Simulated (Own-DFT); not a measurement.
GaP (zincblende, strongly disordered by large displacements), InAs (zincblende, strongly disordered by large displacements) (calculated)

Computed with Own-DFT development build. A calculation, not a measurement: plane-wave PBE density functional theory by an unreviewed code, no spin, of a simulated periodic cell, stress positive in tension, free energy of the whole cell less one offset for each atom, forces on such cells passed a denser k mesh, this cell's mesh not checked; broken bonds can close the gap or carry spin, so checks made on this kind of crystal may not hold here; offsets are fitted by least squares, one for each functional and potential file, so energies compare only between cells with the same atoms and settings and are not formation energies; the far tail of each file's local potential was reset to the Coulomb form; each entry is a single point on an unrelaxed cell, so the pressure reflects the starting lattice, mostly measured values (interpolated for alloys), from which strain is counted, and rises with the displacements; printed positions are rounded, which can move forces by about a meV/angstrom; the program, named Own-DFT, is a retired in-house code; no spin-orbit coupling.

Common to all runs: functional PBE; potential files PseudoDojo norm-conserving, scalar-relativistic, standard set; wave cutoff 42 hartree; occupations Fermi-Dirac; smearing width 0.1 eV; k mesh 3 x 3 x 3 centred on Gamma.

(1) GaP (zincblende, strongly disordered by large displacements)

```
GaP
1.0
     10.9010     0.0000     0.0000
      0.0000    10.9010     0.0000
      0.0000     0.0000    10.9010
Ga P Ga P Ga P Ga P Ga P Ga P Ga P Ga P
4 4 4 4 4 4 4 4 4 4 4 4 4 4 4 4
Direct
  0.99238 0.98139 0.99622
  0.00696 0.23668 0.27708
  0.23991 0.01482 0.24290
  0.21894 0.24744 0.00692
  0.15567 0.15057 0.14497
  0.11852 0.36106 0.38114
  0.37522 0.11027 0.36133
  0.37143 0.39526 0.11210
  0.97902 0.98125 0.53668
  0.97413 0.24670 0.72592
  0.24113 0.01931 0.74789
  0.24303 0.27268 0.50278
  0.11773 0.15057 0.63212
  0.10466 0.41577 0.88124
  0.32647 0.10469 0.91124
  0.37031 0.39998 0.61489
  0.00692 0.49602 0.02567
  0.98452 0.79094 0.25190
  0.25072 0.49912 0.26075
  0.18537 0.74444 0.97917
  0.15961 0.61780 0.10462
  0.11401 0.90192 0.36785
  0.38800 0.65262 0.38049
  0.37689 0.87478 0.12286
  0.99689 0.52074 0.47444
  0.03335 0.74488 0.74166
  0.22937 0.48924 0.74206
  0.23489 0.74418 0.50441
  0.11790 0.60278 0.64713
  0.09958 0.88208 0.86692
  0.36322 0.66894 0.85491
  0.39442 0.87299 0.64504
  0.49314 0.98440 0.97707
  0.48614 0.23252 0.23771
  0.71451 0.99846 0.22503
  0.74727 0.25881 0.99132
  0.60075 0.10496 0.11283
  0.61704 0.37648 0.38417
  0.87840 0.17772 0.38438
  0.90957 0.39491 0.13855
  0.48393 0.98849 0.50423
  0.52444 0.26031 0.75341
  0.76609 0.99632 0.78896
  0.74779 0.23468 0.50094
  0.63080 0.12084 0.61450
  0.64223 0.38385 0.89637
  0.87904 0.11979 0.86724
  0.88683 0.36010 0.61657
  0.51591 0.50239 0.99778
  0.49804 0.74445 0.27141
  0.74919 0.46419 0.24423
  0.75543 0.76788 0.98360
  0.62084 0.63380 0.14158
  0.67297 0.87406 0.38578
  0.87169 0.64855 0.38262
  0.88801 0.86780 0.10867
  0.48918 0.49847 0.51091
  0.50050 0.76034 0.75422
  0.73941 0.49750 0.79595
  0.77952 0.75502 0.50280
  0.62870 0.59778 0.62603
  0.63812 0.87621 0.90027
  0.89784 0.62297 0.89208
  0.90488 0.85988 0.65485
```

```
hardware                          : one NVIDIA H100
free energy of cell above offsets : 3.006 eV
pressure                          : 11.69 GPa
stress xx                         : -11.03 GPa
stress yy                         : -11.13 GPa
stress zz                         : -12.9 GPa
stress yz                         : 5.17 GPa
stress xz                         : 2.19 GPa
stress xy                         : 0.54 GPa
wall time                         : 556.8 s
```

Force:
```csv
element,x (eV/Å),y (eV/Å),z (eV/Å)
Ga,0.693,4.075,0.02
Ga,3.235,1.41,-5.823
Ga,2.526,-3.801,0.685
Ga,2.096,5.831,-4.293
P,-6.168,-1.406,2.099
P,0.597,4.541,-0.657
P,-0.252,1.022,2.616
P,-0.009,-1.955,0.57
Ga,3.013,4.766,-4.309
Ga,2.311,-1.541,4.836
Ga,0.101,-1.012,-0.663
Ga,2.048,-2.269,0.88
P,1.666,-2.56,-1.307
P,1.109,-4.978,-1.62
P,2.812,0.288,-1.333
P,-1.947,-3.875,3.37
Ga,1.564,4.994,-1.661
Ga,1.894,-2.993,2.329
Ga,0.967,0.305,0.057
Ga,4.139,3.021,-2.288
P,-2.092,-2.865,5.245
P,0.048,-0.728,2.022
P,-4.636,-4.621,4.084
P,-0.683,-0.668,0.646
Ga,0.768,-1.727,1.77
Ga,-1.451,-1.353,2.147
Ga,4.414,-0.909,2.58
Ga,0.454,0.649,0.234
P,-1.125,1.565,-5.949
P,2.5,1.557,-1.334
P,-1.829,-3.412,2.243
P,-4.235,2.232,-2.226
Ga,-2.454,0.95,1.742
Ga,0.36,2.214,-0.08
Ga,3.388,-1.283,1.793
Ga,2.826,-3.425,3.121
P,-0.016,3.081,-1.952
P,-0.275,-1.478,-0.542
P,-2.056,-6.732,0.617
P,-3.778,-5.499,3.197
Ga,1.799,0.869,-1.128
Ga,-1.242,-0.404,-0.583
Ga,-2.959,-2.584,-3.844
Ga,-2.434,3.536,1.805
P,-1.069,-1.638,2.228
P,-4.987,-2.671,0.305
P,2.387,3.809,3.24
P,-4.225,5.198,-2.891
Ga,-2.16,2.582,1.265
Ga,3.612,4.344,-4.187
Ga,-1.088,2.389,0.505
Ga,3.384,-5.655,3.507
P,1.601,-0.951,-1.316
P,-3.684,1.313,-0.67
P,1.887,-2.781,-4.683
P,-3.981,1.114,0.596
Ga,2.415,2.75,-3.367
Ga,4.464,-1.87,0.292
Ga,4.721,4.344,-5.327
Ga,-1.863,0.793,4.781
P,1.278,2.424,1.564
P,-3.213,1.877,-5.058
P,-1.665,0.733,-1.002
P,-5.498,-0.93,1.101
```

(2) InAs (zincblende, strongly disordered by large displacements)

```
InAs
1.0
     12.1166     0.0000     0.0000
      0.0000    12.1166     0.0000
      0.0000     0.0000    12.1166
In As In As In As In As In As In As In As In As
4 4 4 4 4 4 4 4 4 4 4 4 4 4 4 4
Direct
  0.00630 0.00626 0.97421
  0.98335 0.24367 0.23298
  0.27040 0.98486 0.26352
  0.23096 0.24502 0.99901
  0.11338 0.10226 0.13222
  0.14708 0.37967 0.39396
  0.38293 0.13780 0.36750
  0.35188 0.37753 0.15270
  0.98372 0.01009 0.49158
  0.98268 0.26495 0.76193
  0.26894 0.98832 0.76353
  0.23998 0.22986 0.48981
  0.12609 0.10389 0.60368
  0.11895 0.38111 0.87120
  0.37139 0.09726 0.87501
  0.35772 0.38642 0.62442
  0.98955 0.50214 0.99458
  0.97668 0.75627 0.23662
  0.22983 0.51748 0.27135
  0.27951 0.73518 0.97168
  0.13425 0.62945 0.13459
  0.10198 0.89339 0.36985
  0.36686 0.60481 0.36314
  0.38531 0.89573 0.11023
  0.00719 0.48669 0.48288
  0.95889 0.72841 0.73828
  0.23906 0.48455 0.74140
  0.24817 0.76658 0.48345
  0.08262 0.64376 0.59809
  0.10307 0.89842 0.86347
  0.39358 0.60467 0.86429
  0.39609 0.86925 0.64932
  0.49816 0.02298 0.00717
  0.48445 0.26944 0.24619
  0.75540 0.96889 0.27447
  0.75549 0.25189 0.98639
  0.60171 0.12800 0.12922
  0.61202 0.37667 0.37723
  0.87222 0.12477 0.37574
  0.88637 0.39684 0.15681
  0.49832 0.96516 0.49958
  0.49336 0.20856 0.75732
  0.76038 0.99266 0.74358
  0.78628 0.28037 0.50060
  0.62762 0.15391 0.61254
  0.66251 0.39318 0.86664
  0.88216 0.11126 0.87487
  0.87988 0.37065 0.64061
  0.51488 0.49483 0.98880
  0.49695 0.75064 0.27016
  0.74466 0.49510 0.24449
  0.74770 0.76655 0.00328
  0.60685 0.61789 0.10562
  0.60585 0.89628 0.37421
  0.86930 0.59625 0.36747
  0.84143 0.86499 0.13605
  0.50421 0.49935 0.48136
  0.51009 0.73077 0.72442
  0.73145 0.51382 0.75882
  0.76147 0.75201 0.51883
  0.61752 0.64945 0.58993
  0.60042 0.90241 0.86838
  0.86403 0.62999 0.87002
  0.85715 0.88207 0.62618
```

```
hardware                          : one NVIDIA H200
free energy of cell above offsets : -2.736 eV
pressure                          : 8.83 GPa
stress xx                         : -8.85 GPa
stress yy                         : -8.32 GPa
stress zz                         : -9.31 GPa
stress yz                         : -1.35 GPa
stress xz                         : 0.99 GPa
stress xy                         : 0.6 GPa
wall time                         : 1195 s
```

Force:
```csv
element,x (eV/Å),y (eV/Å),z (eV/Å)
In,-0.636,1.167,5.517
In,2.012,-1.274,1.009
In,-0.781,0.837,-0.313
In,0.544,-0.391,0.866
As,0.529,0.628,-0.053
As,-1.129,-1.366,-1.66
As,-0.077,-2.042,1.222
As,-1.217,1.334,-3.099
In,0.375,-1.113,1.57
In,2.218,-2.906,0.81
In,-3.605,-1.611,-2.975
In,1.307,0.095,0.953
As,0.296,0.466,2.771
As,-0.338,-0.429,1.048
As,-0.392,4.112,2.279
As,2.522,-2.424,-1.739
In,0.732,0.456,0.962
In,1.836,-1.528,1.245
In,-1.91,-2.232,-2.365
In,-1.538,1.722,1.692
As,-1.343,1.3,-2.284
As,0.955,-1.528,-0.992
As,2.649,3.663,2.494
As,-1.22,-3.111,1.182
In,-1.349,0.163,1.473
In,2.486,2.642,-1.402
In,-1.089,2.817,0.306
In,-0.286,-0.423,0.756
As,2.314,-0.179,0.399
As,3.087,-5.359,-3.397
As,-0.636,-0.159,-1.901
As,-2.665,0.628,-1.895
In,0.709,-0.993,-0.744
In,1.86,-1.173,0.054
In,-0.053,3.331,-0.045
In,0.057,-0.723,1.822
As,3.343,2.119,1.699
As,2.811,-1.646,-1.063
As,-1.58,1.125,-1.239
As,0.596,-0.695,-3.323
In,-3.21,4.978,4.111
In,0.388,2.27,-0.901
In,-3.598,3.016,2.014
In,-3.029,-1.836,-2.038
As,0.791,-1.729,-0.584
As,-4.703,-5.725,4.102
As,-2.457,2.329,-1.41
As,-0.261,4.305,-0.265
In,-1.42,-2.743,-0.11
In,-0.321,-0.475,-2.083
In,-3.867,1.145,0.087
In,-3.096,-1.828,-2.803
As,2.143,2.451,2.875
As,2.85,-4.035,-2.47
As,0.292,2.657,0.985
As,2.766,1.746,-0.835
In,-1.768,0.748,2.344
In,-0.384,0.095,4.253
In,2.603,4.655,-6.062
In,1.131,-0.241,-3.982
As,-0.042,-4.15,0.006
As,1.529,-1.853,-0.577
As,-1.268,-0.787,3.086
As,3.537,-0.29,-1.382
```

(3) GaP (zincblende, strongly disordered by large displacements)

```
GaP
1.0
     10.9010     0.0000     0.0000
      0.0000    10.9010     0.0000
      0.0000     0.0000    10.9010
Ga P Ga P Ga P Ga P Ga P Ga P Ga P Ga P
4 4 4 4 4 4 4 4 4 4 4 4 4 4 4 4
Direct
  0.01213 0.01963 0.97675
  0.97489 0.23646 0.28401
  0.25791 0.99082 0.25440
  0.21939 0.26059 0.01184
  0.10524 0.14863 0.16687
  0.10613 0.35189 0.39625
  0.38996 0.15297 0.37941
  0.40699 0.35981 0.14373
  0.00142 0.95516 0.51026
  0.02278 0.23107 0.76022
  0.24154 0.03340 0.76229
  0.26952 0.22481 0.49672
  0.13380 0.12154 0.63527
  0.12697 0.36818 0.89844
  0.38291 0.07801 0.85021
  0.36378 0.38345 0.60936
  0.00714 0.51570 0.97743
  0.00363 0.77096 0.25252
  0.27164 0.50830 0.23805
  0.24516 0.71853 0.02141
  0.10509 0.62791 0.08165
  0.14068 0.85417 0.40169
  0.39154 0.64662 0.35648
  0.40681 0.88368 0.12991
  0.98930 0.49257 0.48351
  0.97568 0.76002 0.74469
  0.25433 0.50897 0.73065
  0.26011 0.74948 0.48325
  0.13574 0.61705 0.61826
  0.15150 0.87488 0.90258
  0.38869 0.64195 0.86835
  0.36654 0.84091 0.60735
  0.48074 0.99412 0.01186
  0.49252 0.24888 0.26124
  0.75152 0.98341 0.22492
  0.75426 0.23998 0.01644
  0.57361 0.10043 0.12986
  0.63656 0.35783 0.39140
  0.86050 0.14342 0.36069
  0.88555 0.37309 0.11223
  0.48830 0.02954 0.49933
  0.49700 0.24055 0.71488
  0.74019 0.00604 0.75609
  0.75355 0.26439 0.53405
  0.64866 0.12188 0.62728
  0.63601 0.37253 0.86195
  0.87048 0.14690 0.90732
  0.89087 0.37852 0.64023
  0.50739 0.50335 0.00855
  0.52427 0.75811 0.25106
  0.73350 0.49880 0.23535
  0.76415 0.75512 0.98613
  0.60284 0.64839 0.12205
  0.61970 0.88755 0.36987
  0.86588 0.62019 0.39157
  0.85762 0.85574 0.13051
  0.51071 0.49018 0.48920
  0.52632 0.75366 0.74724
  0.76395 0.49980 0.77051
  0.77220 0.74174 0.48913
  0.61459 0.63399 0.60038
  0.61145 0.89313 0.87342
  0.89239 0.63210 0.85811
  0.88808 0.87443 0.60114
```

```
hardware                          : one NVIDIA H100
free energy of cell above offsets : 3.873 eV
pressure                          : 11.86 GPa
stress xx                         : -13.06 GPa
stress yy                         : -10.88 GPa
stress zz                         : -11.64 GPa
stress yz                         : 1.11 GPa
stress xz                         : 1.5 GPa
stress xy                         : -1.09 GPa
wall time                         : 615.4 s
```

Force:
```csv
element,x (eV/Å),y (eV/Å),z (eV/Å)
Ga,0.833,-1.254,2.414
Ga,6.927,8.138,-5.141
Ga,-0.387,1,0.139
Ga,3.907,-3.679,4.589
P,2.9,-2.926,-3.277
P,2.3,0.579,-1.143
P,-1.545,-5.241,-1.047
P,-4.113,3.915,-4.832
Ga,8.096,8.385,-6.312
Ga,-1.999,2.28,0.955
Ga,-4.808,-5.953,-1.86
Ga,-4.777,3.482,3.264
P,-1.701,-0.305,-3.991
P,-1.432,3.205,-5.608
P,6.781,5.056,3.777
P,1.211,-1.196,-0.112
Ga,-3.065,-4.416,-1.375
Ga,-0.081,-1.82,0.225
Ga,-0.886,-0.632,0.255
Ga,6.787,4.604,-2.964
P,-1.493,-0.065,8.346
P,-3.777,4.479,-5.543
P,-1.012,-2.425,0.565
P,-5.815,-5.164,4.35
Ga,1.289,0.031,2.327
Ga,4.516,1.343,-1.151
Ga,1.029,-0.474,2.957
Ga,2.246,-6.293,1.642
P,-2.644,1.686,-1.406
P,-1.716,0.919,-1.989
P,-0.967,-1.752,0.661
P,2.981,4.594,3.468
Ga,0.461,1.618,-7.379
Ga,5.647,-0.145,0.276
Ga,-2.573,2.927,2.492
Ga,-4.657,2.718,2.36
P,5.603,3.729,2.646
P,-0.21,0.791,-1.992
P,-8.91,-8.544,6.489
P,-0.528,1.335,1.348
Ga,1.482,-3.503,1.309
Ga,-0.193,0.616,1.971
Ga,2.292,-0.494,1.493
Ga,1.565,-0.13,-1.315
P,-2.52,0.065,-1.477
P,-1.574,-0.904,1.759
P,2.449,-3.552,-5.429
P,0.431,-0.123,0.642
Ga,-0.395,-0.857,-1.567
Ga,-1.53,2.133,1.936
Ga,0.81,0.001,0.317
Ga,-1.984,-0.798,-0.773
P,4.084,-3.059,-2.891
P,1.979,0.764,1.808
P,2.472,-2.625,-5.666
P,3.229,0.251,-1.249
Ga,-1.239,0.858,-0.242
Ga,-1.599,-0.114,-1.01
Ga,-0.777,0.008,-2.347
Ga,-4.862,3.569,2.254
P,2.15,-0.348,1.542
P,1.792,-1.128,0.648
P,-2.679,-0.723,1.855
P,-9.804,-4.436,8.014
```

(4) InAs (zincblende, strongly disordered by large displacements)

```
InAs
1.0
     12.1166     0.0000     0.0000
      0.0000    12.1166     0.0000
      0.0000     0.0000    12.1166
In As In As In As In As In As In As In As In As
4 4 4 4 4 4 4 4 4 4 4 4 4 4 4 4
Direct
  0.02695 0.02000 0.98576
  0.98547 0.23543 0.24122
  0.22627 0.00311 0.22849
  0.24094 0.23308 0.99569
  0.13865 0.11546 0.09785
  0.14398 0.37491 0.39016
  0.38485 0.13514 0.36070
  0.38464 0.34978 0.11603
  0.98491 0.00387 0.49233
  0.01891 0.24919 0.77030
  0.23638 0.01909 0.75108
  0.28161 0.23649 0.47808
  0.13169 0.13666 0.62192
  0.13985 0.39381 0.89015
  0.35963 0.10826 0.89658
  0.36906 0.38122 0.64063
  0.00678 0.49024 0.01528
  0.98794 0.76401 0.27589
  0.28694 0.48643 0.28597
  0.22983 0.73816 0.98820
  0.11155 0.61495 0.12359
  0.11146 0.83882 0.36838
  0.36174 0.62372 0.37533
  0.38904 0.87685 0.11571
  0.98808 0.50630 0.51840
  0.00372 0.74476 0.76754
  0.26682 0.48398 0.74811
  0.22593 0.74461 0.49683
  0.09552 0.60645 0.63357
  0.12230 0.89221 0.87098
  0.37502 0.63310 0.87979
  0.36803 0.87878 0.61301
  0.50266 0.04300 0.00121
  0.50944 0.24282 0.24876
  0.78231 0.01157 0.23085
  0.73493 0.26918 0.02794
  0.60381 0.08666 0.14039
  0.66998 0.36781 0.36191
  0.86278 0.10058 0.37326
  0.88629 0.37003 0.10757
  0.49814 0.00952 0.50548
  0.49413 0.21993 0.72364
  0.76043 0.99879 0.72626
  0.77358 0.26096 0.49464
  0.63726 0.13514 0.62978
  0.63557 0.39198 0.88735
  0.88301 0.12541 0.88413
  0.88248 0.34772 0.61247
  0.49663 0.50187 0.00828
  0.52265 0.74805 0.25465
  0.74499 0.51415 0.26725
  0.77675 0.72945 0.99479
  0.61959 0.64141 0.12026
  0.64513 0.85795 0.36189
  0.87624 0.60793 0.35543
  0.86829 0.87395 0.14855
  0.53063 0.49944 0.48950
  0.48030 0.76567 0.75405
  0.70706 0.47824 0.74451
  0.73228 0.73431 0.47389
  0.60807 0.58867 0.63411
  0.64853 0.86840 0.86913
  0.87317 0.62168 0.84482
  0.87550 0.84414 0.61693
```

```
hardware                          : one NVIDIA H200
free energy of cell above offsets : 0.836 eV
pressure                          : 9.62 GPa
stress xx                         : -9.49 GPa
stress yy                         : -8.94 GPa
stress zz                         : -10.42 GPa
stress yz                         : -1.57 GPa
stress xz                         : -2.8 GPa
stress xy                         : -1.13 GPa
wall time                         : 1378 s
```

Force:
```csv
element,x (eV/Å),y (eV/Å),z (eV/Å)
In,-4.399,-2.304,-0.839
In,1.371,0.462,0.48
In,2.644,-2.939,2.086
In,1.64,4.69,-1.35
As,-1.824,1.887,4.767
As,-1.854,-0.558,-0.325
As,0.805,-4.141,-1.287
As,-0.473,1.217,0.568
In,2.14,-2.274,2.248
In,-0.351,0.536,-0.237
In,1.092,-1.394,-0.801
In,-2.866,2.816,3.764
As,-0.604,0.342,-1.576
As,0.015,-1.443,-0.695
As,-0.219,0.965,-3.873
As,4.206,-4.248,-4.885
In,-0.496,1.402,-2.599
In,-5.679,-4.677,-5.897
In,-2.817,-4.576,-4.572
In,0.116,0.878,1.149
As,1.518,1.862,2.209
As,5.957,7.18,3.743
As,4.284,4.541,2.868
As,-0.869,-0.205,0.353
In,-1.947,-2.534,-3.341
In,1.021,1.935,-0.952
In,-3.346,4.194,3.235
In,1.218,-1.326,2.219
As,4.272,2.48,2.349
As,0.81,-2.703,-0.868
As,-0.212,-1.034,-0.535
As,-1.009,0.051,0.322
In,-1.019,-4.812,-3.889
In,1.649,1.549,-0.461
In,-4.685,0.992,-0.656
In,-0.849,-2.169,-0.965
As,4.896,2.824,4.771
As,-4.004,-1.985,0.395
As,0.674,3.906,1.602
As,-1.095,-0.394,2.914
In,0.898,-0.529,-0.927
In,-2.808,2.252,2.901
In,0.931,-1.166,1.387
In,-2.438,-3.447,-1.929
As,1.64,-0.973,-2.647
As,-2.887,-3.497,3.585
As,-1.704,0.559,-0.695
As,2.736,2.878,4.667
In,-0.179,0.181,-0.036
In,-3.578,0.471,-0.003
In,-1.83,0.073,-5.431
In,-0.498,1.039,0.38
As,1.491,-2.173,-0.916
As,-1.16,4.769,-0.252
As,3.159,1.998,3.435
As,2.827,-3.688,-4.526
In,-2.757,-2.235,-3.065
In,1.459,0.057,0.124
In,5.774,-0.154,-1.721
In,2.152,-2.619,3.354
As,-0.544,6.231,-0.107
As,-1.076,0.775,0.076
As,-1.173,-2.786,1.569
As,-0.149,0.989,-0.666
```
